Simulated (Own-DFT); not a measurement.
## Calculated data, Hf32O63 (monoclinic hafnia with one neutral oxygen vacancy, atoms displaced)

All values are calculated (Own-DFT development build). A calculation, not a measurement: plane-wave PBE and HSE06 DFT by an unreviewed code, no spin, of a simulated cell at Gamma alone, so results move with cell size and shape, stress positive in tension, energies less offsets, not probed for a lower state with spin; hafnium file: forces about 75 meV/angstrom off all-electron values; oxygen file: force components 24 meV/angstrom off all-electron in a glass; k mesh not checked against a denser one; forces and stress are PBE's, HSE06 gives the energy alone, and its difference from PBE has offsets of its own; offsets are fitted by least squares, one for each functional and potential file, so energies compare only between cells with the same atoms and settings and are not formation energies; the far tail of each file's local potential was reset to the Coulomb form; each entry is a single point on an unrelaxed cell, so the pressure reflects the starting lattice, mostly measured values, from which strain is counted, and rises with the displacements; printed positions are rounded, which can move forces by about a meV/angstrom; the program is a retired in-house code; no spin-orbit coupling.

Common to all runs: first functional PBE; second functional HSE06; exact exchange share 0.25; screening 0.11 1/bohr; exchange divergence Gygi-Baldereschi; potential files PseudoDojo norm-conserving, scalar-relativistic, made for PBE, standard set; wave cutoff 48 hartree; occupations fixed; k mesh 1 x 1 x 1 centred on Gamma.

```yaml
- entry: 1
  formula: Hf32O63
  kind: "monoclinic hafnia with one neutral oxygen vacancy, atoms displaced"
  structure:
    cell_angstrom: [[10.234, 0.0, 0.0], [0.0, 10.35, 0.0], [-1.6955, 0.0, 10.4453]]
    atoms_fractional:
      - [Hf, 0.13491, 0.01324, 0.09184]
      - [Hf, 0.35516, 0.26859, 0.15356]
      - [Hf, 0.35687, 0.48932, 0.39165]
      - [Hf, 0.13302, 0.23825, 0.34189]
      - [O, 0.03733, 0.16927, 0.17563]
      - [O, 0.45455, 0.40511, 0.07872]
      - [O, 0.4712, 0.34019, 0.31423]
      - [O, 0.04231, 0.08852, 0.42502]
      - [O, 0.2273, 0.37816, 0.23696]
      - [O, 0.27751, 0.13977, 0.01835]
      - [O, 0.26253, 0.1236, 0.25788]
      - [O, 0.2302, 0.37588, 0.50389]
      - [Hf, 0.12738, 0.0258, 0.60589]
      - [Hf, 0.36871, 0.27284, 0.64615]
      - [Hf, 0.37619, 0.48188, 0.89626]
      - [Hf, 0.13349, 0.24016, 0.85093]
      - [O, 0.04975, 0.16295, 0.67994]
      - [O, 0.47242, 0.41904, 0.57783]
      - [O, 0.47897, 0.34821, 0.82827]
      - [O, 0.03788, 0.08704, 0.92415]
      - [O, 0.22461, 0.36455, 0.73535]
      - [O, 0.27868, 0.12314, 0.50367]
      - [O, 0.28063, 0.1278, 0.75743]
      - [O, 0.24002, 0.37552, 0.98543]
      - [Hf, 0.13938, 0.52167, 0.1001]
      - [Hf, 0.36412, 0.77856, 0.14226]
      - [Hf, 0.35396, 0.9817, 0.39141]
      - [Hf, 0.12717, 0.73332, 0.34611]
      - [O, 0.04793, 0.65958, 0.18286]
      - [O, 0.4583, 0.91877, 0.08016]
      - [O, 0.45399, 0.81395, 0.32111]
      - [O, 0.03713, 0.5906, 0.41738]
      - [O, 0.21483, 0.87358, 0.25477]
      - [O, 0.26192, 0.63294, 0.00993]
      - [O, 0.28315, 0.62896, 0.25467]
      - [O, 0.21767, 0.87887, 0.49147]
      - [Hf, 0.14402, 0.5144, 0.62768]
      - [Hf, 0.36954, 0.76858, 0.65236]
      - [Hf, 0.35998, 0.97571, 0.89254]
      - [Hf, 0.12761, 0.73561, 0.83932]
      - [O, 0.04895, 0.64557, 0.67655]
      - [O, 0.46723, 0.91558, 0.57542]
      - [O, 0.47365, 0.84202, 0.8397]
      - [O, 0.22272, 0.88442, 0.74128]
      - [O, 0.28978, 0.6296, 0.50478]
      - [O, 0.27399, 0.61793, 0.76531]
      - [O, 0.23992, 0.86377, 0.98739]
      - [Hf, 0.64316, 0.02615, 0.09474]
      - [Hf, 0.86677, 0.27393, 0.14236]
      - [Hf, 0.86248, 0.46784, 0.39506]
      - [Hf, 0.65079, 0.24315, 0.35794]
      - [O, 0.53831, 0.1683, 0.16117]
      - [O, 0.96648, 0.42622, 0.06704]
      - [O, 0.95652, 0.33632, 0.3284]
      - [O, 0.54144, 0.0775, 0.42132]
      - [O, 0.72668, 0.37205, 0.25095]
      - [O, 0.77737, 0.1289, 0.00797]
      - [O, 0.7812, 0.1201, 0.25044]
      - [O, 0.73828, 0.36589, 0.48899]
      - [Hf, 0.64898, 0.02438, 0.59973]
      - [Hf, 0.86427, 0.27753, 0.64871]
      - [Hf, 0.87181, 0.4843, 0.90035]
      - [Hf, 0.63155, 0.21898, 0.85303]
      - [O, 0.52895, 0.1809, 0.65691]
      - [O, 0.95888, 0.41264, 0.58498]
      - [O, 0.96367, 0.33011, 0.83318]
      - [O, 0.53648, 0.07904, 0.93327]
      - [O, 0.72525, 0.37868, 0.72726]
      - [O, 0.78525, 0.11443, 0.51596]
      - [O, 0.7722, 0.13307, 0.75037]
      - [O, 0.72485, 0.3694, 0.99533]
      - [Hf, 0.64137, 0.52511, 0.1239]
      - [Hf, 0.8558, 0.77489, 0.1449]
      - [Hf, 0.86349, 0.99224, 0.38748]
      - [Hf, 0.65096, 0.72875, 0.34222]
      - [O, 0.53408, 0.66412, 0.17641]
      - [O, 0.97595, 0.90999, 0.08212]
      - [O, 0.95821, 0.83485, 0.32135]
      - [O, 0.54196, 0.57866, 0.41165]
      - [O, 0.71692, 0.89382, 0.23805]
      - [O, 0.77002, 0.62361, 0.0085]
      - [O, 0.76734, 0.62501, 0.25554]
      - [O, 0.72816, 0.88152, 0.50188]
      - [Hf, 0.62999, 0.52893, 0.5874]
      - [Hf, 0.85601, 0.77225, 0.64189]
      - [Hf, 0.85353, 0.99215, 0.90018]
      - [Hf, 0.6406, 0.73871, 0.84729]
      - [O, 0.53695, 0.66406, 0.66132]
      - [O, 0.95929, 0.9214, 0.57694]
      - [O, 0.9477, 0.83331, 0.82101]
      - [O, 0.53286, 0.59597, 0.92777]
      - [O, 0.7448, 0.87363, 0.73729]
      - [O, 0.78721, 0.62357, 0.51428]
      - [O, 0.77057, 0.62299, 0.74599]
      - [O, 0.7368, 0.85456, 0.99782]
  results:
    "PBE_energy_of_cell_above_offsets [eV]": "-80.825"
    "HSE06_less_PBE_above_offsets [eV]": "0.482"
    "PBE_pressure [GPa]": 8.74
    "PBE_stress_xx [GPa]": -9.98
    "PBE_stress_yy [GPa]": -8.25
    "PBE_stress_zz [GPa]": -7.99
    "PBE_stress_yz [GPa]": -1.06
    "PBE_stress_xz [GPa]": -0.11
    "PBE_stress_xy [GPa]": 1.43
    force_element: [Hf, Hf, Hf, Hf, O, O, O, O, O, O, O, O, Hf, Hf, Hf, Hf, O, O, O, O, O, O, O, O, Hf, Hf, Hf, Hf, O, O, O, O, O, O, O, O, Hf, Hf, Hf, Hf, O, O, O, O, O, O, O, Hf, Hf, Hf, Hf, O, O, O, O, O, O, O, O, Hf, Hf, Hf, Hf, O, O, O, O, O, O, O, O, Hf, Hf, Hf, Hf, O, O, O, O, O, O, O, O, Hf, Hf, Hf, Hf, O, O, O, O, O, O, O, O]
    "force_x [eV/angstrom]": [2.294, 2.224, 0.278, 1.793, -1.312, 3.132, 0.637, -1.558, -1.607, -0.777, 0.837, -0.223, 3.72, -2.269, -1.325, 3.319, -3.679, -0.609, 0.45, -1.608, -0.313, -0.061, 0.611, -2.537, 2.357, -1.339, 0.53, 2.581, -2.966, 2.382, 1.33, -1.652, 1.283, 0.077, -0.37, 0.434, 2.887, -0.948, -1.167, 0.299, -5.086, 0.018, 0.587, 0.118, -0.669, 1.339, -2.654, -3.159, -0.943, 1.118, -4.25, 0.683, -0.221, 2.213, 0.421, 0.56, 0.799, 0.36, -1.16, -3.009, -1.167, -2.521, -0.067, 3.078, 2.57, -0.568, 0.184, 0.074, 0.932, -0.38, 0.355, -1.926, 2.371, 0.485, -4.487, 0.366, -1.684, -1.366, 0.546, 0.585, 0.685, 2.812, -0.036, 1.779, 1.645, 3.018, 0.769, -1.326, 0.752, 3.294, 0.633, -4.717, -0.199, 0.276, -0.967]
    "force_y [eV/angstrom]": [1.296, -0.436, -0.127, -1.189, -0.038, 2.791, -0.049, 0.272, 0.855, -2.139, -0.943, -0.351, -2.159, -0.031, -0.152, -0.958, 2.876, 0.044, -1.614, -1.03, 1.375, 1.439, -1.1, -0.098, 1.223, -2.803, -0.9, -0.332, 0.407, 1.636, 1.835, -2.357, 2.263, 0.062, -1.796, -1.009, -3.154, 1.212, 2.292, -0.778, 5.26, -0.473, -1.116, -0.929, 0.648, 0.497, 1.609, 0.002, 0.205, 4.861, -3.987, -0.382, -1.49, -1.918, 0.962, 1.913, 0.022, 1.544, -0.12, -0.732, -1.628, 0.893, 3.836, -2.434, 1.811, 0.651, 0.785, 0.255, 2.87, -2.21, -0.68, -2.275, -1.599, -1.396, 2.589, 0.051, 0.005, 0.758, 0.437, -2.036, 0.083, -1.243, -2.241, -1.945, -1.066, -1.992, -3.158, 2.073, -0.462, -0.401, 0.5, 2.897, 0.69, 0.019, 2.85]
    "force_z [eV/angstrom]": [2.211, -1.734, 0.264, 3.593, -1.807, -0.19, 2.291, -1.053, 0.865, -1.789, 0.017, -2.326, -1.697, -1.687, 1.774, 1.804, 0.33, -0.916, -0.759, -0.343, 1.51, 0.488, 1.256, -0.367, -0.124, 1.525, 1.638, 3.346, -2.771, -0.464, 1.455, 1.37, -3.247, -1.031, 0.605, 0.407, -5.201, -3.17, 0.582, 2.771, 1.027, 0.867, -1.701, 0.355, 1.534, -0.015, -0.568, 4.018, -0.424, 2.55, -1.254, 0.877, 1.776, -1.386, -0.588, -2.035, -0.496, 0.306, 0.155, -0.773, 0.296, -2.283, -1.157, 1.819, -0.915, -0.113, -3.108, 0.866, -1.021, 2.357, -0.032, -4.809, 0.386, 1.626, 3.283, -0.833, -1.12, 0.036, -0.654, 0.229, 0.626, 0.303, -2.427, 2.28, -1.437, -1.679, 0.559, 1.729, 0.07, 1.757, 0.287, 1.379, -1.989, 1.86, -1.822]
- entry: 2
  formula: Hf32O63
  kind: "monoclinic hafnia with one neutral oxygen vacancy, atoms displaced"
  structure:
    cell_angstrom: [[10.234, 0.0, 0.0], [0.0, 10.35, 0.0], [-1.6955, 0.0, 10.4453]]
    atoms_fractional:
      - [Hf, 0.13809, 0.01746, 0.10565]
      - [Hf, 0.35616, 0.26637, 0.1391]
      - [Hf, 0.35636, 0.48126, 0.39575]
      - [Hf, 0.14178, 0.23145, 0.35422]
      - [O, 0.04337, 0.16415, 0.18733]
      - [O, 0.45349, 0.41806, 0.08306]
      - [O, 0.45875, 0.33329, 0.32287]
      - [O, 0.032, 0.07693, 0.41926]
      - [O, 0.23383, 0.38132, 0.23722]
      - [O, 0.27373, 0.12552, 0.00981]
      - [O, 0.27018, 0.11757, 0.26241]
      - [O, 0.2279, 0.36696, 0.49361]
      - [Hf, 0.13559, 0.02401, 0.60741]
      - [Hf, 0.36168, 0.26165, 0.64643]
      - [Hf, 0.3626, 0.48059, 0.89429]
      - [Hf, 0.13089, 0.23064, 0.84972]
      - [O, 0.03388, 0.16981, 0.67054]
      - [O, 0.46274, 0.3279, 0.83235]
      - [O, 0.04257, 0.09303, 0.92272]
      - [O, 0.22421, 0.37872, 0.73776]
      - [O, 0.27637, 0.13166, 0.50375]
      - [O, 0.27504, 0.12047, 0.75129]
      - [O, 0.2237, 0.37576, 0.9939]
      - [Hf, 0.13754, 0.52217, 0.09908]
      - [Hf, 0.35833, 0.77265, 0.14482]
      - [Hf, 0.35953, 0.97968, 0.40109]
      - [Hf, 0.13631, 0.72951, 0.35548]
      - [O, 0.03968, 0.66333, 0.17985]
      - [O, 0.44964, 0.91627, 0.07678]
      - [O, 0.45597, 0.8317, 0.31089]
      - [O, 0.03474, 0.58112, 0.43044]
      - [O, 0.22445, 0.87865, 0.24384]
      - [O, 0.27481, 0.62475, 0.01045]
      - [O, 0.27733, 0.618, 0.26063]
      - [O, 0.22639, 0.87814, 0.48017]
      - [Hf, 0.14122, 0.52547, 0.60992]
      - [Hf, 0.355, 0.76443, 0.64575]
      - [Hf, 0.35732, 0.97388, 0.89897]
      - [Hf, 0.13995, 0.72491, 0.84898]
      - [O, 0.03932, 0.67146, 0.67032]
      - [O, 0.46796, 0.92053, 0.57547]
      - [O, 0.46443, 0.84151, 0.81763]
      - [O, 0.03344, 0.58453, 0.91986]
      - [O, 0.22851, 0.8904, 0.74]
      - [O, 0.25775, 0.63454, 0.50882]
      - [O, 0.28304, 0.62946, 0.76624]
      - [O, 0.22175, 0.87078, 0.99478]
      - [Hf, 0.63472, 0.02495, 0.10656]
      - [Hf, 0.8603, 0.27116, 0.14255]
      - [Hf, 0.8587, 0.47394, 0.39197]
      - [Hf, 0.64083, 0.23956, 0.34804]
      - [O, 0.53551, 0.16786, 0.18187]
      - [O, 0.96447, 0.42091, 0.07961]
      - [O, 0.96339, 0.33107, 0.32571]
      - [O, 0.5362, 0.09024, 0.43324]
      - [O, 0.72391, 0.38353, 0.24184]
      - [O, 0.77068, 0.13195, 0.01194]
      - [O, 0.78239, 0.13176, 0.25759]
      - [O, 0.72078, 0.37214, 0.49106]
      - [Hf, 0.63539, 0.01902, 0.60176]
      - [Hf, 0.85805, 0.2698, 0.6507]
      - [Hf, 0.87695, 0.47931, 0.89961]
      - [Hf, 0.64989, 0.23262, 0.85473]
      - [O, 0.5387, 0.16961, 0.68123]
      - [O, 0.95979, 0.41857, 0.58004]
      - [O, 0.96297, 0.32731, 0.82841]
      - [O, 0.53841, 0.08128, 0.92777]
      - [O, 0.73235, 0.38635, 0.73998]
      - [O, 0.76942, 0.13528, 0.50509]
      - [O, 0.76929, 0.121, 0.75938]
      - [O, 0.72468, 0.36863, 0.99212]
      - [Hf, 0.64493, 0.52071, 0.11068]
      - [Hf, 0.85973, 0.77179, 0.1432]
      - [Hf, 0.8555, 0.98517, 0.39456]
      - [Hf, 0.63253, 0.72783, 0.338]
      - [O, 0.53216, 0.6655, 0.17373]
      - [O, 0.96491, 0.91162, 0.06916]
      - [O, 0.96544, 0.83341, 0.32401]
      - [O, 0.54046, 0.57395, 0.42116]
      - [O, 0.72522, 0.8903, 0.23936]
      - [O, 0.77705, 0.62217, 0.01479]
      - [O, 0.77541, 0.61836, 0.25642]
      - [O, 0.72582, 0.87, 0.48471]
      - [Hf, 0.63028, 0.52685, 0.60351]
      - [Hf, 0.8632, 0.77735, 0.64148]
      - [Hf, 0.8569, 0.97592, 0.90138]
      - [Hf, 0.63813, 0.72352, 0.85096]
      - [O, 0.54284, 0.66679, 0.67654]
      - [O, 0.96756, 0.91371, 0.57662]
      - [O, 0.96046, 0.83198, 0.82991]
      - [O, 0.53353, 0.58409, 0.91833]
      - [O, 0.71882, 0.87841, 0.74047]
      - [O, 0.76664, 0.63628, 0.50562]
      - [O, 0.77241, 0.6185, 0.75052]
      - [O, 0.72365, 0.87738, 0.98802]
  results:
    "PBE_energy_of_cell_above_offsets [eV]": "-90.309"
    "HSE06_less_PBE_above_offsets [eV]": "-0.005"
    "PBE_pressure [GPa]": 5.51
    "PBE_stress_xx [GPa]": -5.13
    "PBE_stress_yy [GPa]": -5.48
    "PBE_stress_zz [GPa]": -5.93
    "PBE_stress_yz [GPa]": -0.45
    "PBE_stress_xz [GPa]": -0.48
    "PBE_stress_xy [GPa]": -0.73
    force_element: [Hf, Hf, Hf, Hf, O, O, O, O, O, O, O, O, Hf, Hf, Hf, Hf, O, O, O, O, O, O, O, Hf, Hf, Hf, Hf, O, O, O, O, O, O, O, O, Hf, Hf, Hf, Hf, O, O, O, O, O, O, O, O, Hf, Hf, Hf, Hf, O, O, O, O, O, O, O, O, Hf, Hf, Hf, Hf, O, O, O, O, O, O, O, O, Hf, Hf, Hf, Hf, O, O, O, O, O, O, O, O, Hf, Hf, Hf, Hf, O, O, O, O, O, O, O, O]
    "force_x [eV/angstrom]": [0.27, 0.368, 1.277, -0.267, -1.66, 1.961, 0.528, 0.595, -1.838, 0.302, 1.009, 0.191, 0.27, 0.73, 0.841, 2.652, -0.222, 0.271, -2.402, -0.219, -0.4, -0.272, -0.779, 1.346, -1.433, 1.43, -0.561, -1.144, 2.416, 1.407, -0.604, -0.551, -0.139, -0.263, -0.871, -1.308, 1.982, 1.353, -1.002, 0.028, -1.328, 0.366, 1.13, -0.806, 1.903, -0.297, -0.697, -0.989, 1.124, 0.99, -2.029, 0.049, 0.141, -0.175, -0.396, 0.117, 1.084, -0.529, 0.254, 0.106, -0.175, -3.454, -2.839, -0.25, 0.449, -0.287, -0.452, -0.803, 1.017, 1.453, 0.231, -2.036, 1.168, 1.066, -0.096, 0.55, 0.162, -0.92, -1.186, -0.091, 0.267, 0.072, -0.321, 1.922, -1.677, 0.754, 0.322, -2.779, 0.195, 0.652, 0.088, 0.784, 0.654, 0.793, -0.542]
    "force_y [eV/angstrom]": [0.723, 0.846, -1.192, -0.591, 0.037, 0.862, 0.235, 0.821, -0.29, 0.11, 0.07, 0.881, 0.251, 1.401, -1.719, 0.352, -0.221, 0.237, -2.061, 0.657, -0.518, 0.249, -0.906, -0.461, -1.074, 0.867, 0.108, 0.367, 1.003, 0.606, -0.035, -0.087, 0.685, 0.611, -1.025, -2.332, 2.463, 1.651, 2.051, 0.175, -1.739, -1.008, 0.719, -2.063, 0.03, -0.299, -0.819, 0.563, -0.52, 1.027, -1.047, -0.753, -0.371, 0.518, 0.012, -0.405, -0.474, -0.591, 0.267, 0.895, 0.786, -0.205, -0.16, -0.097, 0.0, 0.702, 0.122, -0.811, -0.591, -0.347, 0.777, -0.516, 0.034, -0.094, 0.412, -0.74, 0.101, 0.277, 0.573, -1.238, 0.877, 0.621, 0.695, -1.674, -1.38, 0.561, 1.069, 1.287, 0.689, -0.099, -0.196, -0.071, -0.311, 0.525, -1.328]
    "force_z [eV/angstrom]": [0.646, 1.332, -0.428, 0.53, -2.736, -0.589, 1.032, 0.627, 0.06, -0.148, -0.4, -0.115, -1.839, 0.415, 0.767, 0.437, -0.057, 0.007, 0.682, 0.368, 0.806, 0.968, -1.512, 2.306, -0.113, -1.482, -0.678, -1.184, 0.038, 2.538, -0.856, -0.927, -0.743, 0.212, 1.99, -1.459, -0.137, -0.673, 1.369, 0.635, 0.283, 0.601, -0.19, -0.155, 0.696, -0.78, -1.319, -0.824, 1.034, 2.605, 2.167, -1.237, -0.1, 0.065, -1.325, -0.678, 0.006, 0.016, -0.296, 0.147, -2.211, -1.489, -0.117, -0.936, 0.19, 0.621, -0.18, 0.531, 0.453, 0.381, 0.398, -1.891, 0.952, 0.198, 3.311, -1.446, 0.776, -0.147, -0.558, -0.424, -0.522, -0.063, 0.224, -0.848, 0.068, -1.752, 0.069, -0.694, -0.012, -0.239, 0.777, -0.128, -0.069, 1.79, 0.586]
```
